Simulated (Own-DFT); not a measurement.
## Calculated data, Al16O23 (corundum with two vacancies, atoms displaced)

Computed with Own-DFT development build. A calculation, not a measurement: plane-wave PBE density functional theory by an unreviewed code, no spin, of a simulated periodic cell, stress positive in tension, free energy of the whole cell less one offset for each atom, defect cell not probed for a lower state with spin; oxygen file: force components 24 meV/angstrom off all-electron in one glass; forces on such cells passed a denser k mesh, this cell's mesh not checked; offsets are fitted by least squares, one for each functional and potential file, so energies compare only between cells with the same atoms and settings and are not formation energies; the far tail of each file's local potential was reset to the Coulomb form; each entry is a single point on an unrelaxed cell, so the pressure reflects the starting lattice, mostly measured values, from which strain is counted, and rises with the displacements; printed positions are rounded, which can move forces by about a meV/angstrom; the program is a retired in-house code; no spin-orbit coupling; before rounding, a Quantum ESPRESSO 7.3.1 run of the same cell and cutoff gave forces within 1 meV/angstrom rms on each cell, which checks the program and not the settings.

Settings shared by all entries: functional PBE; potential files PseudoDojo norm-conserving, scalar-relativistic, standard set; wave cutoff 72 hartree; occupations Fermi-Dirac; smearing width 0.1 eV; k mesh 3 x 3 x 3 centred on Gamma.

(1) 
```cif
# cell vector a (Å): 5.4940 0.0000 8.6604
# cell vector b (Å): -2.7470 4.7579 8.6604
# cell vector c (Å): -2.7470 -4.7579 8.6604
data_Al16O23
_symmetry_space_group_name_H-M 'P 1'
_symmetry_Int_Tables_number 1
_cell_length_a 10.2561
_cell_length_b 10.2560
_cell_length_c 10.2560
_cell_angle_alpha 55.280
_cell_angle_beta 55.280
_cell_angle_gamma 55.280
_cell_volume 679.15
loop_
_atom_site_label
_atom_site_type_symbol
_atom_site_fract_x
_atom_site_fract_y
_atom_site_fract_z
_atom_site_occupancy
Al1 Al 0.19816 0.16139 0.17049 1
Al2 Al 0.33573 0.31674 0.32727 1
Al3 Al 0.43165 0.43040 0.41714 1
Al4 Al 0.07099 0.08998 0.04861 1
O1 O 0.28924 0.47424 0.10311 1
O2 O 0.48242 0.10425 0.28200 1
O3 O 0.11616 0.27669 0.47257 1
O4 O 0.21816 0.03132 0.36557 1
O5 O 0.04399 0.37503 0.20840 1
O6 O 0.35430 0.22906 0.03167 1
Al5 Al 0.18097 0.17262 0.68011 1
Al6 Al 0.31731 0.31868 0.82590 1
Al7 Al 0.42048 0.42708 0.93237 1
Al8 Al 0.05927 0.06497 0.57841 1
O7 O 0.27433 0.48301 0.61574 1
O8 O 0.48369 0.12566 0.76817 1
O9 O 0.22836 0.02690 0.87055 1
O10 O 0.03784 0.35493 0.73447 1
O11 O 0.38093 0.22182 0.51517 1
Al9 Al 0.18611 0.67204 0.17259 1
Al10 Al 0.31664 0.83640 0.32826 1
Al11 Al 0.43097 0.93748 0.42757 1
Al12 Al 0.08050 0.57726 0.05167 1
O12 O 0.27994 0.97817 0.12263 1
O13 O 0.46788 0.61495 0.30032 1
O14 O 0.14396 0.76458 0.46583 1
O15 O 0.21875 0.53365 0.37499 1
O16 O 0.03640 0.87154 0.21629 1
O17 O 0.35201 0.72335 0.04107 1
Al13 Al 0.16353 0.67907 0.67865 1
Al14 Al 0.31125 0.81678 0.83761 1
Al15 Al 0.42422 0.94028 0.93139 1
Al16 Al 0.07206 0.56657 0.57537 1
O18 O 0.27568 0.97951 0.62337 1
O19 O 0.46585 0.61889 0.78671 1
O20 O 0.13225 0.77898 0.96593 1
O21 O 0.22114 0.52892 0.88889 1
O22 O 0.04198 0.87424 0.71867 1
O23 O 0.35272 0.72982 0.55050 1
Al17 Al 0.67427 0.15850 0.18505 1
Al18 Al 0.81696 0.32174 0.32474 1
Al19 Al 0.93366 0.42389 0.41838 1
Al20 Al 0.58542 0.06765 0.07828 1
O24 O 0.77242 0.47795 0.12325 1
O25 O 0.61631 0.28580 0.48686 1
O26 O 0.73622 0.02282 0.37634 1
O27 O 0.54651 0.36434 0.21743 1
O28 O 0.86232 0.23461 0.03568 1
Al21 Al 0.66590 0.18021 0.67434 1
Al22 Al 0.80558 0.32886 0.84288 1
Al23 Al 0.92969 0.43335 0.93243 1
Al24 Al 0.57213 0.07553 0.57251 1
O29 O 0.76830 0.47131 0.63588 1
O30 O 0.98069 0.11078 0.77477 1
O31 O 0.64087 0.26786 0.97460 1
O32 O 0.70973 0.02456 0.89169 1
O33 O 0.53664 0.36794 0.72369 1
O34 O 0.86841 0.20805 0.53994 1
Al25 Al 0.68074 0.65612 0.18177 1
Al26 Al 0.81947 0.83366 0.30771 1
Al27 Al 0.91508 0.94858 0.41719 1
Al28 Al 0.56842 0.57411 0.07359 1
O35 O 0.79781 0.96316 0.10949 1
O36 O 0.96489 0.61621 0.28856 1
O37 O 0.61136 0.78444 0.46577 1
O38 O 0.72804 0.51445 0.37472 1
O39 O 0.51943 0.87559 0.24475 1
O40 O 0.87887 0.71120 0.04093 1
Al29 Al 0.68692 0.69121 0.66618 1
Al30 Al 0.83704 0.82522 0.81431 1
Al31 Al 0.92602 0.92587 0.91969 1
Al32 Al 0.56663 0.58280 0.57772 1
O41 O 0.77883 0.97854 0.62215 1
O42 O 0.97966 0.62353 0.77929 1
O43 O 0.62718 0.77648 0.96917 1
O44 O 0.71079 0.52932 0.88996 1
O45 O 0.53593 0.87727 0.69918 1
O46 O 0.87270 0.73177 0.52401 1
_calc_free_energy_of_cell_above_offsets '-41.459'  # eV
_calc_pressure 13.41  # GPa
_calc_stress_xx -14.75  # GPa
_calc_stress_yy -14.79  # GPa
_calc_stress_zz -10.68  # GPa
_calc_stress_yz -1.31  # GPa
_calc_stress_xz 0.1  # GPa
_calc_stress_xy -2.36  # GPa
```

Force:
```tsv
element	x (eV/Å)	y (eV/Å)	z (eV/Å)
Al	-5.751	0.262	-1.592
Al	-1.935	1.522	-2.172
Al	-1.379	-2.078	0.018
Al	-1.059	-2.242	1.172
O	-3.64	-4.272	4.322
O	-0.353	5.441	3.609
O	2.04	0.048	1.652
O	-1.509	-1.686	1.64
O	-0.868	-1.182	-1.23
O	5.363	1.888	2.946
Al	0.266	0.519	-3.275
Al	-0.697	1.354	0.885
Al	3.92	1.717	-2.404
Al	1.409	3.437	3.272
O	0.607	-2.745	-0.005
O	-1.993	-1.396	-1.366
O	0.587	-0.132	0.845
O	-1.918	2.049	0.869
O	-0.182	-0.869	1.081
Al	-4.681	-2.585	-3.02
Al	1.545	-2.084	0.27
Al	-3.022	-4.463	-3.968
Al	-4.139	-4.317	3.772
O	0.481	-0.437	-0.634
O	1.227	3.897	0.532
O	-3.557	0.834	-0.899
O	1.842	-0.672	-1.188
O	-1.219	1.167	0.037
O	5.781	2.607	4.092
Al	3.616	-0.029	1.038
Al	3.755	2.676	0.807
Al	1.384	-0.475	-1.523
Al	0.387	0.972	0.461
O	0.61	-0.322	0.312
O	0.101	1.132	1.161
O	-3.542	-1.644	-2.33
O	4.779	4.057	-5.264
O	-1.954	-3.095	-2.822
O	1.997	0.519	0.217
Al	0.869	2.028	2.56
Al	1.985	-0.903	0.87
Al	-1.101	-0.858	-0.953
Al	-1.084	-0.231	-2.075
O	0.31	-0.862	0.094
O	0.557	1.227	-2.876
O	-2.355	1.904	-2.99
O	-2.027	-0.555	-0.489
O	1.062	-0.885	-0.711
Al	0.901	-0.603	2.403
Al	3.935	2.891	0.9
Al	0.931	-1.329	-1.221
Al	0.316	-0.135	0.229
O	0.779	0.757	0.723
O	-1.979	0.478	1.39
O	-4.138	-2.485	-3.081
O	2.326	1.029	-1.442
O	-2.108	-0.032	0.235
O	0.268	1.42	0.158
Al	-1.775	1.341	1.889
Al	2.214	-3.771	0.735
Al	3.707	-0.476	1.287
Al	-1.197	0.188	0.528
O	-3.018	-0.463	1.385
O	0.291	2.556	1.619
O	3.324	-1.241	2.867
O	-0.856	-0.021	0.932
O	2.169	1.136	-2.281
O	-0.898	2.421	-1.566
Al	-0.14	-2.746	-2.84
Al	-2.46	-0.477	-0.457
Al	1.355	-0.138	0.625
Al	-0.024	-0.87	-0.58
O	0.279	-1.214	-0.137
O	-1.266	0.239	-0.72
O	-0.726	0.053	0.08
O	2.223	2.329	-0.885
O	-2.443	-0.354	1.703
O	1.488	-0.719	0.772
```

(2) 
```cif
# cell vector a (Å): 5.4940 0.0000 8.6604
# cell vector b (Å): -2.7470 4.7579 8.6604
# cell vector c (Å): -2.7470 -4.7579 8.6604
data_Al16O23
_symmetry_space_group_name_H-M 'P 1'
_symmetry_Int_Tables_number 1
_cell_length_a 10.2561
_cell_length_b 10.2560
_cell_length_c 10.2560
_cell_angle_alpha 55.280
_cell_angle_beta 55.280
_cell_angle_gamma 55.280
_cell_volume 679.15
loop_
_atom_site_label
_atom_site_type_symbol
_atom_site_fract_x
_atom_site_fract_y
_atom_site_fract_z
_atom_site_occupancy
Al1 Al 0.17673 0.15351 0.18331 1
Al2 Al 0.32286 0.32152 0.32566 1
Al3 Al 0.43527 0.42418 0.42721 1
Al4 Al 0.07351 0.07842 0.08266 1
O1 O 0.27482 0.46089 0.13146 1
O2 O 0.44712 0.14025 0.29049 1
O3 O 0.13189 0.27489 0.47088 1
O4 O 0.21451 0.03585 0.36707 1
O5 O 0.02919 0.35822 0.24144 1
O6 O 0.36692 0.22401 0.01012 1
Al5 Al 0.17553 0.16721 0.67235 1
Al6 Al 0.32761 0.30627 0.81931 1
Al7 Al 0.43786 0.42928 0.92853 1
Al8 Al 0.06884 0.06523 0.59094 1
O7 O 0.27099 0.46353 0.64914 1
O8 O 0.12759 0.28288 0.96513 1
O9 O 0.22617 0.02110 0.87616 1
O10 O 0.01311 0.37166 0.73570 1
O11 O 0.36462 0.22084 0.54153 1
Al9 Al 0.17083 0.66335 0.18606 1
Al10 Al 0.31975 0.82875 0.32412 1
Al11 Al 0.43877 0.91229 0.41978 1
Al12 Al 0.07278 0.56615 0.08388 1
O12 O 0.27689 0.98057 0.12002 1
O13 O 0.48193 0.60389 0.29130 1
O14 O 0.15013 0.76952 0.48268 1
O15 O 0.21699 0.51428 0.37722 1
O16 O 0.01694 0.86605 0.23066 1
O17 O 0.37161 0.72546 0.01984 1
Al13 Al 0.17812 0.68389 0.67567 1
Al14 Al 0.31929 0.81254 0.83255 1
Al15 Al 0.42134 0.93019 0.91420 1
Al16 Al 0.07412 0.57658 0.57166 1
O18 O 0.27873 0.97137 0.61651 1
O19 O 0.46923 0.62665 0.78142 1
O20 O 0.13486 0.76829 0.97853 1
O21 O 0.21785 0.51277 0.88354 1
O22 O 0.02879 0.88471 0.71190 1
O23 O 0.38116 0.71409 0.54080 1
Al17 Al 0.66342 0.17014 0.19162 1
Al18 Al 0.82651 0.32007 0.32127 1
Al19 Al 0.92683 0.41496 0.42851 1
Al20 Al 0.55813 0.08532 0.07107 1
O24 O 0.77230 0.48620 0.12856 1
O25 O 0.97393 0.13481 0.26730 1
O26 O 0.63148 0.28643 0.45425 1
O27 O 0.70872 0.03259 0.38382 1
O28 O 0.52637 0.39529 0.20981 1
O29 O 0.88563 0.21716 0.03261 1
Al21 Al 0.68806 0.17608 0.67052 1
Al22 Al 0.84626 0.29984 0.81499 1
Al23 Al 0.92043 0.42161 0.93243 1
Al24 Al 0.56151 0.07299 0.56579 1
O30 O 0.78952 0.46798 0.61853 1
O31 O 0.97088 0.12080 0.77590 1
O32 O 0.61906 0.28005 0.96834 1
O33 O 0.72307 0.01772 0.88562 1
O34 O 0.87272 0.23423 0.53684 1
Al25 Al 0.69166 0.67527 0.16210 1
Al26 Al 0.81963 0.82659 0.31023 1
Al27 Al 0.94049 0.90665 0.43142 1
Al28 Al 0.58240 0.56247 0.07452 1
O35 O 0.79249 0.96472 0.12306 1
O36 O 0.96946 0.61036 0.28357 1
O37 O 0.61117 0.78554 0.47394 1
O38 O 0.72138 0.51626 0.36785 1
O39 O 0.52192 0.87134 0.21805 1
O40 O 0.88335 0.72388 0.02729 1
Al29 Al 0.68642 0.66828 0.67464 1
Al30 Al 0.83464 0.82037 0.80966 1
Al31 Al 0.91640 0.92435 0.93786 1
Al32 Al 0.57639 0.56582 0.59880 1
O41 O 0.79957 0.98249 0.59561 1
O42 O 0.96449 0.63289 0.76885 1
O43 O 0.62518 0.77541 0.97285 1
O44 O 0.71127 0.53131 0.88138 1
O45 O 0.51751 0.86910 0.72988 1
O46 O 0.86726 0.72186 0.53417 1
_calc_free_energy_of_cell_above_offsets '-42.480'  # eV
_calc_pressure 13.06  # GPa
_calc_stress_xx -12.23  # GPa
_calc_stress_yy -14.26  # GPa
_calc_stress_zz -12.69  # GPa
_calc_stress_yz -0.19  # GPa
_calc_stress_xz 0.01  # GPa
_calc_stress_xy 0.8  # GPa
```

Force:
```tsv
element	x (eV/Å)	y (eV/Å)	z (eV/Å)
Al	-1.435	4.963	2.897
Al	-2.84	1.137	1.402
Al	-1.41	-1.102	-0.429
Al	1.421	0.894	-2.331
O	0.522	0.584	0.593
O	5.766	-1.347	-2.113
O	-1.54	-1.025	-0.484
O	0.767	-3.214	1.419
O	1.057	1.748	-0.926
O	1.308	-2.58	2.727
Al	0.263	-0.098	1.881
Al	0.777	-1.247	1.956
Al	-2.952	0.642	-3.612
Al	1.98	4.371	-0.227
O	1.246	4.05	-2.805
O	-1.432	-1.358	-1.494
O	-1.92	1.014	-0.772
O	1.937	1.264	0.03
O	0.721	1.475	0.153
Al	0.99	1.452	0.52
Al	3.606	-0.094	0.566
Al	-3.802	0.75	-1.274
Al	1.756	-0.431	-1.646
O	0.99	-1.876	-1.846
O	-2.491	3.787	0.726
O	-2.737	1.047	-5.063
O	-1.375	0.163	2.465
O	0.467	0.171	1.992
O	-0.258	-2.486	1.156
Al	1.368	-3.4	0.812
Al	0.369	1.874	1.426
Al	0.9	-0.771	1.235
Al	0.731	-2.56	-0.248
O	-0.447	-1.249	0.613
O	1.041	-0.424	0.342
O	-2.501	0.127	-2.176
O	-0.877	1.861	1.801
O	-0.551	-3.232	-1.238
O	-0.052	0.881	-0.23
Al	0.621	2.194	1.228
Al	-0.664	1.282	1.348
Al	0.387	1.032	0.064
Al	0.027	0.367	-1.832
O	3.715	-0.097	-2.561
O	0.091	-2.64	-1.434
O	-0.066	-2.556	-0.685
O	2.238	1.021	-2.034
O	0.489	-5.61	-3.589
O	-2.183	-0.377	-2.38
Al	-2.037	0.358	-0.832
Al	-4.912	1.561	2.233
Al	0.318	0.799	0.56
Al	-0.702	-1.992	2.805
O	-1.626	-0.255	1.053
O	1.501	-2.192	-0.375
O	2.557	-2.373	1.659
O	0.154	1.096	-0.331
O	0.864	-2.481	-1.877
Al	-2.105	-1.133	-0.203
Al	0.053	-3.868	1.687
Al	-0.395	1.863	-0.643
Al	-2.291	3.693	2.556
O	-3.402	1.693	-0.224
O	-1.011	1.506	1.413
O	3.908	-1.022	2.221
O	-1.056	0.082	3.393
O	0.024	0.774	2.164
O	0.199	0.13	-0.586
Al	-1.994	-0.801	0.654
Al	-2.532	0.366	0.34
Al	2.564	0.308	-1.22
Al	1.061	0.846	-4.25
O	-1.986	-2.399	1.489
O	0.768	-0.731	-0.09
O	0.211	1.051	0.16
O	1.884	0.087	-0.656
O	2.094	1.66	0.027
O	1.87	0.996	0.95
```

(3) 
```cif
# cell vector a (Å): 5.4940 0.0000 8.6604
# cell vector b (Å): -2.7470 4.7579 8.6604
# cell vector c (Å): -2.7470 -4.7579 8.6604
data_Al16O23
_symmetry_space_group_name_H-M 'P 1'
_symmetry_Int_Tables_number 1
_cell_length_a 10.2561
_cell_length_b 10.2560
_cell_length_c 10.2560
_cell_angle_alpha 55.280
_cell_angle_beta 55.280
_cell_angle_gamma 55.280
_cell_volume 679.15
loop_
_atom_site_label
_atom_site_type_symbol
_atom_site_fract_x
_atom_site_fract_y
_atom_site_fract_z
_atom_site_occupancy
Al1 Al 0.16837 0.16897 0.17122 1
Al2 Al 0.32226 0.33624 0.34137 1
Al3 Al 0.41276 0.44302 0.43091 1
Al4 Al 0.08897 0.06688 0.07757 1
O1 O 0.26551 0.47127 0.13346 1
O2 O 0.45719 0.11841 0.28323 1
O3 O 0.12293 0.27459 0.47239 1
O4 O 0.22435 0.02084 0.38516 1
O5 O 0.02968 0.38016 0.21666 1
O6 O 0.37695 0.22470 0.02530 1
Al5 Al 0.18100 0.14792 0.68595 1
Al6 Al 0.32118 0.32676 0.84121 1
Al7 Al 0.42455 0.43696 0.92613 1
Al8 Al 0.07986 0.07257 0.56483 1
O7 O 0.27492 0.46760 0.62986 1
O8 O 0.44435 0.12408 0.78566 1
O9 O 0.13465 0.26848 0.97516 1
O10 O 0.20233 0.03445 0.86658 1
O11 O 0.00234 0.37327 0.74800 1
O12 O 0.38169 0.21947 0.51493 1
Al9 Al 0.17412 0.66358 0.19333 1
Al10 Al 0.32319 0.83299 0.31606 1
Al11 Al 0.43946 0.91636 0.43838 1
Al12 Al 0.09384 0.55530 0.07345 1
O13 O 0.29857 0.95959 0.11779 1
O14 O 0.48283 0.61450 0.27582 1
O15 O 0.22728 0.51275 0.37979 1
O16 O 0.03217 0.86388 0.20417 1
O17 O 0.36687 0.72888 0.01444 1
Al13 Al 0.16510 0.67039 0.68420 1
Al14 Al 0.31945 0.83215 0.82057 1
Al15 Al 0.42784 0.91451 0.93349 1
Al16 Al 0.09406 0.55321 0.56782 1
O18 O 0.28578 0.96818 0.62154 1
O19 O 0.46757 0.62120 0.77776 1
O20 O 0.13131 0.76996 0.98054 1
O21 O 0.22787 0.50796 0.89368 1
O22 O 0.02693 0.87531 0.72322 1
O23 O 0.37032 0.70584 0.52032 1
Al17 Al 0.67053 0.18855 0.16959 1
Al18 Al 0.81414 0.32921 0.33293 1
Al19 Al 0.91393 0.43677 0.44046 1
Al20 Al 0.58911 0.06790 0.06792 1
O24 O 0.80678 0.46582 0.11672 1
O25 O 0.97737 0.12159 0.27797 1
O26 O 0.60985 0.28112 0.47978 1
O27 O 0.70960 0.04678 0.36721 1
O28 O 0.53683 0.38495 0.21215 1
O29 O 0.88949 0.21259 0.02594 1
Al21 Al 0.69677 0.16335 0.68342 1
Al22 Al 0.83068 0.32610 0.81171 1
Al23 Al 0.92319 0.41832 0.91551 1
Al24 Al 0.58070 0.08224 0.56176 1
O30 O 0.76654 0.47353 0.63039 1
O31 O 0.97494 0.12207 0.77313 1
O32 O 0.62746 0.27389 0.97313 1
O33 O 0.73543 0.01717 0.88016 1
O34 O 0.51417 0.37654 0.72491 1
O35 O 0.86234 0.23934 0.53033 1
Al25 Al 0.66895 0.66755 0.18211 1
Al26 Al 0.82811 0.82046 0.31898 1
Al27 Al 0.93934 0.92282 0.41658 1
Al28 Al 0.58212 0.58108 0.05889 1
O36 O 0.76893 0.95811 0.13979 1
O37 O 0.95416 0.63255 0.28269 1
O38 O 0.63213 0.78448 0.45165 1
O39 O 0.70529 0.53440 0.38244 1
O40 O 0.53408 0.87270 0.21443 1
O41 O 0.87070 0.71298 0.03796 1
Al29 Al 0.68374 0.67322 0.65891 1
Al30 Al 0.82380 0.82450 0.80831 1
Al31 Al 0.92520 0.92419 0.92955 1
Al32 Al 0.57624 0.56778 0.57543 1
O42 O 0.78857 0.95537 0.63960 1
O43 O 0.62268 0.77844 0.97496 1
O44 O 0.70031 0.52869 0.87409 1
O45 O 0.51948 0.88754 0.71479 1
O46 O 0.85841 0.73610 0.52567 1
_calc_free_energy_of_cell_above_offsets '-40.258'  # eV
_calc_pressure 13.5  # GPa
_calc_stress_xx -12.82  # GPa
_calc_stress_yy -13.99  # GPa
_calc_stress_zz -13.69  # GPa
_calc_stress_yz 3  # GPa
_calc_stress_xz 2.03  # GPa
_calc_stress_xy 0.23  # GPa
```

Force:
```tsv
element	x (eV/Å)	y (eV/Å)	z (eV/Å)
Al	0.224	0.675	5.602
Al	4.653	-1.173	-7.743
Al	3.815	-1.391	0.939
Al	-0.36	1.291	-3.69
O	1.532	-1.169	2.891
O	0.489	1.763	2.398
O	-1.024	0.175	1.397
O	0.725	1.405	-2.646
O	-0.463	-2.882	-1.005
O	0.562	-1.951	0.192
Al	-0.287	5.947	-0.942
Al	2.514	-0.673	-2.429
Al	0.694	-2.854	-0.895
Al	-1.059	-0.255	0.466
O	-0.899	-0.27	-0.513
O	1.597	0.321	1.493
O	-0.931	0.464	-1.537
O	0.119	-4.942	3.892
O	5.893	4.786	-1.786
O	-1.691	-1.562	1.305
Al	1.193	3.214	-2.611
Al	0.531	-2.251	1.762
Al	-1.358	3.521	-3.094
Al	-4.937	1	-0.225
O	-3.105	0.295	-0.573
O	-1.261	1.365	-0.649
O	-2.698	2.077	2.236
O	-2.147	0.494	3.708
O	0.741	-1.98	2.486
Al	0.205	0.248	0.5
Al	0.52	-1.918	-0.23
Al	1.482	3.003	-1.05
Al	-4.884	-0.534	1.541
O	-0.546	-0.761	-0.711
O	0.233	2.67	0.716
O	-0.585	1.148	-2.221
O	-0.406	4.078	-1.528
O	0.961	0.105	-0.135
O	-0.522	-0.432	1.953
Al	0.683	-0.915	-0.341
Al	0.689	1.059	0.123
Al	3.263	1.497	-2.312
Al	-3.339	-1.391	-0.515
O	-1.711	0.321	-2.147
O	-0.456	-0.645	-0.427
O	1.777	0.089	1.312
O	2.133	-1.029	0.698
O	-1.02	-0.321	-0.835
O	-1.823	-0.626	-0.784
Al	-3.282	0.271	-1.506
Al	-1.708	-2.921	-1.275
Al	-2.531	-2.309	5.245
Al	-2.2	-1.482	-0.132
O	0.447	0.109	0.385
O	-0.639	0.151	-0.43
O	0.462	0.72	0.172
O	-0.725	1.64	-1.176
O	2.359	0.056	1.195
O	1.754	-0.658	-0.15
Al	1.495	1.678	2.277
Al	-1.094	1.582	0.898
Al	-0.109	-1.897	-0.451
Al	-0.875	-1.009	-0.402
O	0.877	2.796	0.422
O	2.204	-2.137	0.376
O	0.259	-3.947	0.861
O	1.753	-0.507	-0.171
O	-0.88	-0.718	-0.695
O	1.305	1.091	0.366
Al	-3.598	-0.258	1.218
Al	0.95	-8.533	3.974
Al	1.185	-2.283	-0.103
Al	-2.46	-0.113	-2.034
O	-0.924	8.371	-3.408
O	0.903	0.029	-0.954
O	1.399	0.303	1.155
O	1.481	-0.925	-0.53
O	2.476	-0.187	0.838
```
